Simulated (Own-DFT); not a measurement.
Simulation results for Si$_{3}$N$_{4}$ (beta silicon nitride, strained, atoms displaced)

A calculation, not a measurement: plane-wave PBE density functional theory by an unreviewed code, no spin, of a simulated periodic cell, stress positive in tension, free energy of the whole cell less one offset for each atom, forces on such cells moved up to 12 meV/angstrom on a denser k mesh; offsets are fitted by least squares, one for each functional and potential file, so energies compare only between cells with the same atoms and settings and are not formation energies; the far tail of each file's local potential was reset to the Coulomb form; each entry is a single point on an unrelaxed cell, so the pressure reflects the starting lattice, mostly measured values (interpolated for alloys), from which strain is counted, and rises with the displacements; printed positions are rounded, which can move forces by about a meV/angstrom; the program, named Own-DFT, is a retired in-house code; no spin-orbit coupling; before rounding, a Quantum ESPRESSO 7.3.1 run of the same cell and cutoff gave forces within 1 meV/angstrom rms on each cell, which checks the program and not the settings. Program: Own-DFT development build.

Settings shared by all entries: functional PBE; potential files PseudoDojo norm-conserving, scalar-relativistic, standard set; wave cutoff 42 hartree; occupations Fermi-Dirac; smearing width 0.1 eV; k mesh 2 x 2 x 4 centred on Gamma.

(1) 
```cif
# cell vector a (Å): 15.4771 0.1864 -0.2734
# cell vector b (Å): -7.5771 13.1183 0.2337
# cell vector c (Å): -0.1046 0.0428 5.8257
data_Si3N4
_symmetry_space_group_name_H-M 'P 1'
_symmetry_Int_Tables_number 1
_cell_length_a 15.4806
_cell_length_b 15.1511
_cell_length_c 5.8268
_cell_angle_alpha 88.237
_cell_angle_beta 92.035
_cell_angle_gamma 119.330
_cell_volume 1190.59
loop_
_atom_site_label
_atom_site_type_symbol
_atom_site_fract_x
_atom_site_fract_y
_atom_site_fract_z
_atom_site_occupancy
Si1 Si 0.09080 0.38320 0.12396 1
Si2 Si 0.11606 0.20790 0.13335 1
Si3 Si 0.30398 0.41864 0.11636 1
Si4 Si 0.41527 0.11301 0.37301 1
Si5 Si 0.37841 0.28810 0.38101 1
Si6 Si 0.20407 0.08873 0.39148 1
N1 N 0.16394 0.01359 0.11308 1
N2 N 0.48584 0.14874 0.11504 1
N3 N 0.35028 0.33527 0.12733 1
N4 N 0.32982 0.48411 0.37605 1
N5 N 0.00973 0.35534 0.36942 1
N6 N 0.14555 0.16975 0.37273 1
N7 N 0.16350 0.33669 0.13669 1
N8 N 0.33233 0.16850 0.36648 1
Si7 Si 0.08522 0.37911 0.63199 1
Si8 Si 0.11478 0.20264 0.63150 1
Si9 Si 0.30252 0.41631 0.63284 1
Si10 Si 0.41331 0.11136 0.88010 1
Si11 Si 0.38789 0.29656 0.88014 1
Si12 Si 0.19714 0.08616 0.85879 1
N9 N 0.16359 0.01747 0.63741 1
N10 N 0.48134 0.14892 0.63426 1
N11 N 0.34991 0.33647 0.61231 1
N12 N 0.33822 0.48914 0.86313 1
N13 N 0.01101 0.34946 0.88495 1
N14 N 0.15301 0.17005 0.86331 1
N15 N 0.16657 0.33632 0.62325 1
N16 N 0.33122 0.16164 0.88725 1
Si13 Si 0.08195 0.88422 0.11677 1
Si14 Si 0.11728 0.70336 0.11955 1
Si15 Si 0.30389 0.91445 0.13861 1
Si16 Si 0.41374 0.61521 0.37737 1
Si17 Si 0.38896 0.79885 0.36692 1
Si18 Si 0.20561 0.58931 0.36857 1
N17 N 0.16997 0.51429 0.12453 1
N18 N 0.48210 0.64933 0.11395 1
N19 N 0.34317 0.82963 0.12636 1
N20 N 0.33796 0.98296 0.37377 1
N21 N 0.01701 0.84879 0.34559 1
N22 N 0.15717 0.67414 0.37847 1
N23 N 0.16610 0.83699 0.11800 1
N24 N 0.33510 0.67041 0.38029 1
Si19 Si 0.08059 0.87919 0.63721 1
Si20 Si 0.11304 0.69893 0.61683 1
Si21 Si 0.29899 0.91302 0.62715 1
Si22 Si 0.41454 0.61870 0.87963 1
Si23 Si 0.39014 0.79736 0.86011 1
Si24 Si 0.20175 0.58621 0.87120 1
N25 N 0.16790 0.51609 0.61038 1
N26 N 0.48860 0.65095 0.63559 1
N27 N 0.34341 0.83479 0.62480 1
N28 N 0.33968 0.98962 0.87819 1
N29 N 0.01841 0.85266 0.88174 1
N30 N 0.14993 0.67117 0.86389 1
N31 N 0.16853 0.83539 0.62501 1
N32 N 0.33740 0.66884 0.87453 1
Si25 Si 0.58893 0.38896 0.12529 1
Si26 Si 0.61542 0.20451 0.11054 1
Si27 Si 0.79475 0.41164 0.10383 1
Si28 Si 0.91347 0.10913 0.37641 1
Si29 Si 0.87749 0.29550 0.36407 1
Si30 Si 0.70109 0.08839 0.37349 1
N33 N 0.66561 0.01549 0.12925 1
N34 N 0.98423 0.14643 0.13119 1
N35 N 0.84985 0.33537 0.12096 1
N36 N 0.82786 0.48207 0.38198 1
N37 N 0.51889 0.34949 0.37103 1
N38 N 0.65168 0.16660 0.37596 1
N39 N 0.66306 0.33504 0.13675 1
N40 N 0.83319 0.16626 0.38333 1
Si31 Si 0.59090 0.38490 0.61622 1
Si32 Si 0.61023 0.20068 0.62807 1
Si33 Si 0.79833 0.41482 0.61507 1
Si34 Si 0.90974 0.11214 0.86606 1
Si35 Si 0.89016 0.30344 0.86957 1
Si36 Si 0.71027 0.09987 0.86996 1
N41 N 0.67169 0.01890 0.62659 1
N42 N 0.98376 0.15078 0.62542 1
N43 N 0.85157 0.33836 0.64766 1
N44 N 0.82869 0.48543 0.87722 1
N45 N 0.51101 0.34741 0.86472 1
N46 N 0.64834 0.16148 0.87782 1
N47 N 0.67340 0.33375 0.63383 1
N48 N 0.83202 0.16847 0.86977 1
Si37 Si 0.58069 0.87771 0.12739 1
Si38 Si 0.61594 0.70590 0.13055 1
Si39 Si 0.79706 0.91121 0.10530 1
Si40 Si 0.91179 0.61536 0.36694 1
Si41 Si 0.88343 0.80422 0.37518 1
Si42 Si 0.70662 0.58420 0.36862 1
N49 N 0.66577 0.51815 0.13080 1
N50 N 0.98278 0.65284 0.12057 1
N51 N 0.84629 0.83211 0.12608 1
N52 N 0.83458 0.98821 0.37447 1
N53 N 0.51136 0.84695 0.38513 1
N54 N 0.64873 0.66704 0.36852 1
N55 N 0.67252 0.83321 0.12374 1
N56 N 0.83341 0.66496 0.37928 1
Si43 Si 0.58779 0.88404 0.62401 1
Si44 Si 0.61151 0.69818 0.61380 1
Si45 Si 0.80207 0.91400 0.63771 1
Si46 Si 0.91606 0.61502 0.88065 1
Si47 Si 0.89244 0.80194 0.86582 1
Si48 Si 0.70382 0.58696 0.87862 1
N57 N 0.66676 0.50949 0.61569 1
N58 N 0.98258 0.64744 0.63181 1
N59 N 0.84919 0.83684 0.61297 1
N60 N 0.83485 0.98895 0.87375 1
N61 N 0.51224 0.84107 0.88221 1
N62 N 0.65448 0.67044 0.86391 1
N63 N 0.66225 0.82567 0.62159 1
N64 N 0.83305 0.66158 0.87510 1
_calc_free_energy_of_cell_above_offsets '-7.397'  # eV
_calc_pressure 3.24  # GPa
_calc_stress_xx 0.65  # GPa
_calc_stress_yy -4.04  # GPa
_calc_stress_zz -6.34  # GPa
_calc_stress_yz 2.48  # GPa
_calc_stress_xz -6.27  # GPa
_calc_stress_xy 3.96  # GPa
```

Force:
```csv
element,x (eV/Å),y (eV/Å),z (eV/Å)
Si,-5.225,1.146,1.835
Si,-1.129,-0.606,-3.131
Si,-1.553,-1.487,1.615
Si,-0.908,0.996,-0.543
Si,0.799,5.631,-0.584
Si,-1.094,-0.149,-3.958
N,-0.703,1.414,1.988
N,0.703,0.264,2.617
N,0.227,0.124,-0.951
N,0.905,1.29,-0.961
N,1.556,-0.009,0.617
N,3.318,-2.029,2.814
N,5.082,-0.677,-1.007
N,1.446,-4.779,0.742
Si,-2.187,1.511,-1.695
Si,-2.046,1.79,-2.8
Si,-1.988,-1.967,-2.618
Si,-2.397,2.146,-0.9
Si,-1.951,-1.393,-0.674
Si,2.251,2.747,6.045
N,-0.381,-3.599,-3.924
N,1.234,0.387,-1.577
N,0.999,-0.827,1.899
N,0.053,-0.152,1.929
N,3.397,1.472,-1.172
N,0.192,-0.325,3.836
N,1.636,-0.712,0.72
N,-0.469,1.074,-0.927
Si,6.102,2.743,2.024
Si,-1.081,2.162,-0.056
Si,-3.483,-1.311,-3.546
Si,-0.727,0.2,0.093
Si,-3.323,-0.696,1.521
Si,0.336,0.44,0.24
N,-0.537,1.174,-0.672
N,2.345,1.101,4.052
N,2.495,-0.23,-1.612
N,-0.065,1.948,1.436
N,-3.743,-1.042,6.439
N,0.359,-1.77,-1.453
N,0.919,-0.463,0.21
N,0.926,-1.316,-0.286
Si,3.694,1.275,-4.045
Si,-1.551,2.49,-0.477
Si,-2.747,0.704,1.341
Si,-0.645,-0.258,-2.963
Si,-3.718,-0.365,1.646
Si,0.633,0.98,-1.014
N,-0.501,-0.596,2.602
N,-2.049,-1.297,-1.592
N,4.365,-1.66,-0.863
N,0.036,-4.17,-0.217
N,-3.598,-1.645,-3.695
N,2.441,-2.491,2.69
N,-1.493,-0.202,-0.089
N,-1.791,-1.128,-0.109
Si,-1.252,-1.535,-0.612
Si,0.004,0.075,2.447
Si,-0.861,-1.342,3.94
Si,-1.768,3.588,-0.71
Si,2.545,-0.178,3.443
Si,2.142,-0.231,-0.181
N,-0.374,-0.942,-1.069
N,0.077,0.044,-1.702
N,-1.58,0.718,-1.821
N,0.837,2.305,-4.577
N,-1.996,-1.03,-0.243
N,-2.055,0.788,0.039
N,1.879,-0.202,-1.211
N,-0.158,-0.389,-0.639
Si,-0.163,-2.041,1.205
Si,1.392,0.831,-1.281
Si,-0.06,-1.619,3.513
Si,0.019,4.17,1.547
Si,-0.396,-2.664,3.297
Si,0.919,-4.918,0.933
N,-0.926,-1.659,0.888
N,0.885,-0.13,0.682
N,-1.402,0.817,-5.684
N,0.767,1.186,-2.345
N,2.734,1.896,0.661
N,-2.581,1.679,-0.422
N,-2.396,-1.162,-0.061
N,2.407,1.327,0.304
Si,2.628,2.953,1.061
Si,0.206,-1.384,-3.465
Si,-1.098,0.869,4.045
Si,-0.192,-0.578,1.389
Si,3.343,-2.962,-1.306
Si,-1.028,2.033,2.356
N,-0.107,-1.213,-1.968
N,2.531,0.313,1.969
N,0.676,0.71,-3.247
N,0.314,-4.381,-0.229
N,1.678,0.97,-1.36
N,2.081,-1.953,1.423
N,-3.116,0.892,-0.139
N,-0.841,1.933,-0.165
Si,1.635,0.953,1.499
Si,1.322,0.496,0.882
Si,-4.356,0.1,-3.531
Si,-2.208,-1.163,-1.968
Si,-2.168,-3.363,1.78
Si,0.034,0.777,-1.93
N,-0.35,2.894,1.587
N,0.907,0.39,-1.633
N,2.057,-0.251,2.285
N,0.359,-2.665,-0.747
N,0.982,1.414,-1.797
N,0.561,-1.299,2
N,0.41,3.622,0.145
N,-0.259,2.651,-0.119
```

(2) 
```cif
# cell vector a (Å): 15.4982 0.1651 0.1944
# cell vector b (Å): -7.6061 13.2480 -0.2658
# cell vector c (Å): 0.0744 -0.0745 5.8318
data_Si3N4
_symmetry_space_group_name_H-M 'P 1'
_symmetry_Int_Tables_number 1
_cell_length_a 15.5003
_cell_length_b 15.2785
_cell_length_c 5.8328
_cell_angle_alpha 91.995
_cell_angle_beta 88.558
_cell_angle_gamma 119.258
_cell_volume 1204.32
loop_
_atom_site_label
_atom_site_type_symbol
_atom_site_fract_x
_atom_site_fract_y
_atom_site_fract_z
_atom_site_occupancy
Si1 Si 0.08963 0.38695 0.11793 1
Si2 Si 0.12132 0.20296 0.12916 1
Si3 Si 0.30027 0.42311 0.12298 1
Si4 Si 0.40810 0.10704 0.37553 1
Si5 Si 0.37938 0.29513 0.37424 1
Si6 Si 0.20587 0.08644 0.36002 1
N1 N 0.17084 0.01905 0.13866 1
N2 N 0.48275 0.15604 0.11704 1
N3 N 0.34764 0.32963 0.12799 1
N4 N 0.32964 0.47803 0.36865 1
N5 N 0.01162 0.35182 0.38492 1
N6 N 0.15196 0.16623 0.38877 1
N7 N 0.16967 0.33640 0.12875 1
N8 N 0.33171 0.17278 0.37178 1
Si7 Si 0.08494 0.38339 0.63200 1
Si8 Si 0.11798 0.20335 0.63221 1
Si9 Si 0.29373 0.41325 0.62676 1
Si10 Si 0.41268 0.11176 0.86983 1
Si11 Si 0.38102 0.29695 0.87309 1
Si12 Si 0.19936 0.08242 0.87504 1
N9 N 0.16766 0.01865 0.62920 1
N10 N 0.48960 0.15874 0.63451 1
N11 N 0.35339 0.33860 0.61027 1
N12 N 0.33117 0.48416 0.88280 1
N13 N 0.01766 0.35037 0.85960 1
N14 N 0.14173 0.15619 0.86866 1
N15 N 0.16866 0.33648 0.61822 1
N16 N 0.33203 0.16453 0.87719 1
Si13 Si 0.08425 0.88006 0.12287 1
Si14 Si 0.11716 0.69676 0.11628 1
Si15 Si 0.29606 0.91482 0.14287 1
Si16 Si 0.41301 0.60787 0.37007 1
Si17 Si 0.38381 0.79513 0.36524 1
Si18 Si 0.20059 0.57580 0.37801 1
N17 N 0.16535 0.51521 0.12914 1
N18 N 0.48146 0.65055 0.12112 1
N19 N 0.34660 0.82803 0.12086 1
N20 N 0.34016 0.99164 0.36825 1
N21 N 0.01784 0.85362 0.37466 1
N22 N 0.14686 0.65942 0.36463 1
N23 N 0.16848 0.82898 0.11176 1
N24 N 0.33259 0.66137 0.38040 1
Si19 Si 0.08135 0.88706 0.63386 1
Si20 Si 0.11241 0.70395 0.62853 1
Si21 Si 0.29429 0.91767 0.62861 1
Si22 Si 0.41270 0.61347 0.87049 1
Si23 Si 0.38514 0.79559 0.88209 1
Si24 Si 0.20161 0.58851 0.88063 1
N25 N 0.16716 0.51908 0.62824 1
N26 N 0.47935 0.64740 0.62874 1
N27 N 0.35201 0.84187 0.61781 1
N28 N 0.33721 0.98220 0.88071 1
N29 N 0.01110 0.84890 0.86157 1
N30 N 0.15030 0.66767 0.86262 1
N31 N 0.16742 0.83588 0.61750 1
N32 N 0.33602 0.66551 0.88437 1
Si25 Si 0.58652 0.38420 0.10426 1
Si26 Si 0.61058 0.20052 0.12852 1
Si27 Si 0.80015 0.41439 0.12056 1
Si28 Si 0.91445 0.11997 0.37299 1
Si29 Si 0.88615 0.29787 0.35123 1
Si30 Si 0.70303 0.09136 0.37814 1
N33 N 0.66547 0.01603 0.14659 1
N34 N 0.98918 0.15817 0.12379 1
N35 N 0.84666 0.33285 0.12416 1
N36 N 0.83613 0.48853 0.37507 1
N37 N 0.52228 0.35546 0.38718 1
N38 N 0.64987 0.16752 0.37215 1
N39 N 0.66293 0.33758 0.11366 1
N40 N 0.83512 0.16821 0.36983 1
Si31 Si 0.58219 0.37854 0.61568 1
Si32 Si 0.61393 0.19464 0.62294 1
Si33 Si 0.80138 0.41561 0.63039 1
Si34 Si 0.90632 0.11143 0.87325 1
Si35 Si 0.88563 0.29978 0.87692 1
Si36 Si 0.70465 0.08642 0.89115 1
N41 N 0.66593 0.01061 0.62820 1
N42 N 0.98544 0.15061 0.62532 1
N43 N 0.85289 0.33733 0.61870 1
N44 N 0.83789 0.48405 0.87262 1
N45 N 0.51363 0.34507 0.88036 1
N46 N 0.64754 0.16398 0.87232 1
N47 N 0.66574 0.33820 0.62109 1
N48 N 0.83504 0.17158 0.86187 1
Si37 Si 0.58236 0.88103 0.12995 1
Si38 Si 0.60780 0.69424 0.11651 1
Si39 Si 0.80157 0.91565 0.11258 1
Si40 Si 0.91862 0.61920 0.36658 1
Si41 Si 0.87992 0.80029 0.38674 1
Si42 Si 0.69947 0.58178 0.38180 1
N49 N 0.67119 0.52219 0.12689 1
N50 N 0.98196 0.65190 0.11907 1
N51 N 0.84483 0.83493 0.13911 1
N52 N 0.83722 0.98599 0.36478 1
N53 N 0.51911 0.85242 0.36825 1
N54 N 0.65064 0.66253 0.37558 1
N55 N 0.66592 0.83785 0.13746 1
N56 N 0.84226 0.67100 0.37550 1
Si43 Si 0.58393 0.88279 0.63007 1
Si44 Si 0.61831 0.70359 0.63097 1
Si45 Si 0.80038 0.91304 0.63431 1
Si46 Si 0.92259 0.62097 0.88455 1
Si47 Si 0.88236 0.79877 0.87062 1
Si48 Si 0.70355 0.59099 0.88073 1
N57 N 0.67283 0.52545 0.61654 1
N58 N 0.98308 0.64997 0.62620 1
N59 N 0.84553 0.82897 0.63131 1
N60 N 0.83437 0.98770 0.87166 1
N61 N 0.52100 0.85306 0.88212 1
N62 N 0.65094 0.67021 0.87829 1
N63 N 0.67222 0.83700 0.63173 1
N64 N 0.83474 0.66351 0.86925 1
_calc_free_energy_of_cell_above_offsets '-6.518'  # eV
_calc_pressure 0.66  # GPa
_calc_stress_xx 4.8  # GPa
_calc_stress_yy 2.27  # GPa
_calc_stress_zz -9.06  # GPa
_calc_stress_yz -4.68  # GPa
_calc_stress_xz 3.73  # GPa
_calc_stress_xy 3.35  # GPa
```

Force:
```csv
element,x (eV/Å),y (eV/Å),z (eV/Å)
Si,-0.246,-2.334,1.025
Si,-2.09,0.7,0.583
Si,0.178,-6.784,-0.905
Si,0.363,10.1,-0.194
Si,3.224,1.885,-1.747
Si,-0.613,4.175,6.641
N,-0.605,-5.158,-6.018
N,0.585,-1.481,1.939
N,-2.12,2.161,-0.805
N,0.535,3.679,3.686
N,1.947,1.163,-2.336
N,0.623,-0.593,-2.724
N,0.197,-0.069,-0.534
N,2.327,-4.37,0.358
Si,1.645,1.147,-3.82
Si,-2.337,0.212,-0.256
Si,1.036,-1.194,-0.51
Si,-1.262,1.713,0.951
Si,1.751,-0.895,-0.689
Si,1.505,2.879,1.104
N,0.109,-2.381,-2.263
N,-1.292,-2.477,-2.135
N,-2.031,1.113,4.225
N,0.456,1.557,-2.352
N,-2.228,-0.479,4.815
N,0.91,0.497,1.675
N,-0.643,-0.881,0.722
N,-0.49,-0.511,-0.565
Si,1.041,0.565,0.107
Si,-1.739,1.316,2.146
Si,0.521,-2.908,-4.206
Si,-2.019,1.43,1.219
Si,0.582,-0.763,1.759
Si,-0.195,5.178,0.685
N,-0.19,-0.893,-2.686
N,1.008,-0.813,0.077
N,-1.673,1.847,1.914
N,-0.972,-5.8,2.634
N,-1.731,-0.241,0.267
N,0.049,-0.133,1.003
N,-1.374,1.253,0.709
N,-0.03,0.018,-0.264
Si,3.351,1.042,-3.831
Si,0.464,0.237,-2.707
Si,1.013,-2.187,-0.122
Si,-1.3,0.105,1.045
Si,0.655,0.471,-3.224
Si,1.638,0.976,-0.455
N,0.007,-2.779,1.065
N,2.79,0.662,-1.594
N,1.1,-1.02,0.574
N,-0.445,0.775,0.956
N,-0.46,0.275,3.763
N,1.216,-1.33,0.232
N,-1.253,0.271,0.251
N,-1.824,-0.031,-0.309
Si,0.009,1.883,4.054
Si,-0.741,2.423,-1.244
Si,-2.986,0.331,0.645
Si,1.131,-0.93,0.111
Si,-0.301,-0.446,4.133
Si,1.975,-0.817,1.98
N,-0.258,-0.464,-3.156
N,-0.372,-0.91,-0.335
N,0.327,0.241,-0.745
N,0.819,-0.4,-0.233
N,-4.652,-1.791,-5.787
N,0.414,-0.654,-0.985
N,4.062,-1.719,0.449
N,-1.452,-0.03,-0.287
Si,2.617,2.622,3.72
Si,-1.668,4.313,1.598
Si,-2.038,-1.291,-2.367
Si,2.205,4.293,0.118
Si,0.163,0.141,-3.14
Si,-0.492,-0.105,-1.337
N,-0.458,2.511,0.311
N,-0.056,-0.085,0.282
N,0.35,-0.533,0.35
N,0.684,1.991,1.941
N,-2.409,0.175,-2.705
N,1.077,-0.935,0.999
N,2.975,-1.643,0.203
N,-0.197,-1.932,0.92
Si,3.822,2.422,-0.708
Si,0.181,3.951,4.053
Si,-3.619,-0.921,2.702
Si,-2.673,-1.29,2.326
Si,3.57,-2.718,-3.441
Si,2.068,4.172,-2.435
N,-0.842,-2.683,-2.05
N,5.123,2.059,1.923
N,2.054,-0.598,-2.163
N,0.486,0.593,2.014
N,-3.365,-1.9,3.079
N,-1.86,0.656,-0.634
N,1.438,-1.772,-0.899
N,-2.399,0.296,-0.133
Si,2.552,0.741,-1.452
Si,-1.095,0.937,-1.577
Si,-2.202,0.215,-3.75
Si,-5.103,-3.01,-3.885
Si,0.899,-3.332,2.646
Si,2.131,-0.092,-1.124
N,-0.762,-4.35,4.829
N,2.232,0.96,-0.273
N,-1.698,2.036,1.544
N,0.454,-1.189,0.757
N,-3.339,-1.617,-0.845
N,1.363,-1.363,-1.52
N,-1.108,-1.461,0.084
N,-0.701,2.114,0.554
```
